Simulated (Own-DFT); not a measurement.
# How strain changes the stress of diamond silicon, 64 atoms (Si64)

Calculated results; nothing here was measured. The program, named Own-DFT, is a retired in-house plane-wave density functional code that no person has reviewed. Each row is one single-point run on a periodic cell that was not relaxed, without spin or spin-orbit coupling.

Settings of every run: PBE; PseudoDojo norm-conserving scalar-relativistic files; cutoff 20 hartree; 3 x 3 x 3 k mesh centred on Gamma; Fermi-Dirac smearing of 0.1 eV.

Known limits: k mesh not checked against a denser one; stress not checked against mesh or cutoff.

Unstrained cell vectors in Å: (10.862, 0.000, 0.000); (0.000, 10.862, 0.000); (0.000, 0.000, 10.862). The unstrained cell has measured lattice constants (interpolated for alloys), not those of this functional. That, the random moves and any unrelaxed bonds set the pressure at no strain. Each run strains this cell uniformly, with the atoms carried along. Every atom was also moved at random, by a Gaussian of width 0.05 Å on each axis. Strain is the symmetric tensor, in per cent. Stress is positive in tension, and the pressure is minus a third of its trace.

```
run,e_xx (%),e_yy (%),e_zz (%),e_yz (%),e_xz (%),e_xy (%),s_xx (GPa),s_yy (GPa),s_zz (GPa),s_yz (GPa),s_xz (GPa),s_xy (GPa),P (GPa),E (meV/atom)
1,-1.95,0.45,1.92,-1.80,-1.63,-1.93,-4.38,-2.47,-0.97,-4.12,-4.09,-4.57,2.61,27.7
2,-1.78,0.25,1.63,0.22,1.25,-0.16,-4.07,-2.47,-1.02,0.97,2.24,0.13,2.52,10.2
3,-1.64,0.80,-1.47,0.44,1.14,-1.71,-5.99,-3.78,-5.90,1.71,2.53,-3.76,5.22,25.9
4,-1.91,0.21,-0.82,-0.29,0.03,1.37,-6.25,-4.22,-5.15,-0.43,0.53,2.45,5.20,19.8
5,-0.77,0.27,1.91,1.81,-1.17,0.61,-2.57,-1.90,-0.23,3.30,-2.85,1.72,1.57,21.8
6,-0.63,0.08,-0.34,-0.54,0.95,1.58,-3.71,-3.14,-3.56,-0.63,1.48,3.37,3.47,8.8
7,-0.11,1.66,-1.08,-1.42,0.54,1.62,-2.50,-0.85,-3.27,-2.41,0.66,2.94,2.21,12.7
8,1.71,1.84,0.62,1.06,-1.61,-1.35,1.20,1.31,0.29,1.62,-3.32,-2.37,-0.94,6.8
9,1.07,-1.60,1.61,0.51,-0.97,-0.58,-0.97,-3.25,-0.41,1.55,-1.66,-1.56,1.55,0.0
10,-1.32,-0.96,1.47,0.86,-1.08,1.75,-4.44,-4.22,-2.03,2.17,-2.78,4.09,3.56,16.2
11,0.93,-0.49,-1.07,1.32,-0.57,1.57,-2.57,-3.71,-4.36,3.15,-2.89,2.92,3.55,28.9
12,1.44,1.58,1.73,-1.68,-0.39,-0.61,1.26,1.48,1.48,-3.49,-1.67,-1.76,-1.41,8.8
13,1.87,0.95,0.48,-1.74,-1.58,-1.69,1.00,0.09,-0.35,-3.14,-2.89,-3.25,-0.25,7.2
14,-1.22,-0.02,0.67,1.70,1.34,-0.82,-4.18,-3.11,-2.41,2.94,2.46,-2.27,3.24,17.4
15,-1.39,0.22,0.52,1.10,-1.83,1.42,-4.63,-2.97,-2.93,1.85,-4.21,2.31,3.51,26.9
16,0.25,-1.78,1.34,-0.46,-1.84,-1.09,?,?,?,?,?,?,?,?
```

E is the free energy for each atom above the lowest run shown.

## Worked fit

Each stress component was fitted by least squares to a constant and the strains of the runs shown, as fractions, with shears doubled. Shear strains stay in the fit of a normal stress only where such slopes are resolved. The slopes, in GPa:

```
stress,at no strain,per e_xx,per e_yy,per e_zz,scatter
s_xx,-2.8,153 ± 3,58 ± 5,66 ± 4,0.17
s_yy,-2.8,66 ± 3,144 ± 5,59 ± 4,0.16
s_zz,-2.8,63 ± 4,57 ± 6,155 ± 5,0.20
```

Each shear stress against twice its own strain: yz 94 ± 4, xz 102 ± 9, xy 106 ± 6 GPa. These are stiffnesses along x, y and z of the frame in which the cell vectors are given, which need not be the crystal's axes. The atoms are held to the strained lattice; where symmetry lets them move under strain, relaxing them would lower some slopes. The table should be nearly symmetric about its diagonal, and what it lacks of that shows the noise. A ninth of its sum, 91 ± 2 GPa, estimates the bulk modulus near the mean pressure of these runs, 2.4 GPa, so it lies above the value at zero pressure.

## Withheld run

Question: what normal stresses and pressure should run 16 give?

The fit gives s_xx = -2.6, s_yy = -4.4, s_zz = -1.6 and P = 2.8 GPa. The calculation gave -2.70, -4.45, -1.62 and P = 2.93 GPa.
